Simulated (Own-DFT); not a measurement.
# Strain and stress in diamond-structure GeSn with randomly placed atoms, 64 atoms (Ge60Sn4)

All numbers below are calculated, not measured. The program, named Own-DFT, is a retired in-house plane-wave density functional code that no person has reviewed. Each row is one single-point run on a periodic cell that was not relaxed, without spin or spin-orbit coupling.

Settings of every run: PBE; PseudoDojo norm-conserving scalar-relativistic files; cutoff 49 hartree; 3 x 3 x 3 k mesh centred on Gamma; Fermi-Dirac smearing of 0.1 eV.

Known limits: forces on such cells moved up to 12 meV/angstrom on a denser k mesh; stress not checked against mesh or cutoff.

Unstrained cell vectors in Å: (11.420, 0.000, 0.000); (0.000, 11.420, 0.000); (0.000, 0.000, 11.420). The unstrained cell has measured lattice constants (interpolated for alloys), not those of this functional. That, the random moves and any unrelaxed bonds set the pressure at no strain. Each run strains this cell uniformly, with the atoms carried along. Every atom was also moved at random, by a Gaussian of width 0.05 Å on each axis. The random placing of the alloy's atoms differs from row to row. Strain is the symmetric tensor, in per cent. Stress is positive in tension, and the pressure is minus a third of its trace.

| run | e_xx (%) | e_yy (%) | e_zz (%) | s_xx (GPa) | s_yy (GPa) | s_zz (GPa) | P (GPa) | E (meV/atom) |
|---|---|---|---|---|---|---|---|---|
| 1 | -0.75 | -0.75 | 0.00 | -6.16 | -6.18 | -5.63 | 5.99 | 33.5 |
| 2 | -0.50 | -0.50 | 0.00 | -6.10 | -6.07 | -5.61 | 5.93 | 52.9 |
| 3 | 1.75 | 1.75 | 0.00 | -2.35 | -2.24 | -3.34 | 2.64 | 25.1 |
| 4 | 2.25 | 2.25 | 0.00 | -1.38 | -1.37 | -2.66 | 1.80 | 8.6 |
| 5 | -1.50 | -1.50 | 0.00 | -7.68 | -7.67 | -6.65 | 7.33 | 54.2 |
| 6 | 2.50 | 2.50 | 0.00 | -0.96 | -0.90 | -2.35 | 1.41 | 0.0 |
| 7 | 0.50 | 0.50 | 0.00 | -3.89 | -3.92 | -4.18 | 4.00 | 10.7 |
| 8 | -1.25 | -1.25 | 0.00 | -7.33 | -7.23 | -6.65 | 7.07 | 60.3 |
| 9 | 0.25 | 0.25 | 0.00 | ? | ? | ? | ? | ? |

E is the free energy for each atom above the lowest run shown.

## Worked fit

The change of volume is close to e_xx + e_yy + e_zz. A straight line through the runs shown gives P = 5.09 - 73 x (fractional change of volume) GPa, with an error of 2 on the slope and a scatter of 0.20 GPa. The strain isn't the same on all axes, but the crystal is cubic, so the slope still estimates the bulk modulus, averaged over pressures from 1.4 to 7.3 GPa.

## Withheld run

Question: what pressure should run 9 give? Its volume changes by 0.50 %.

The line gives 4.7 GPa. The calculation gave 4.57 GPa.
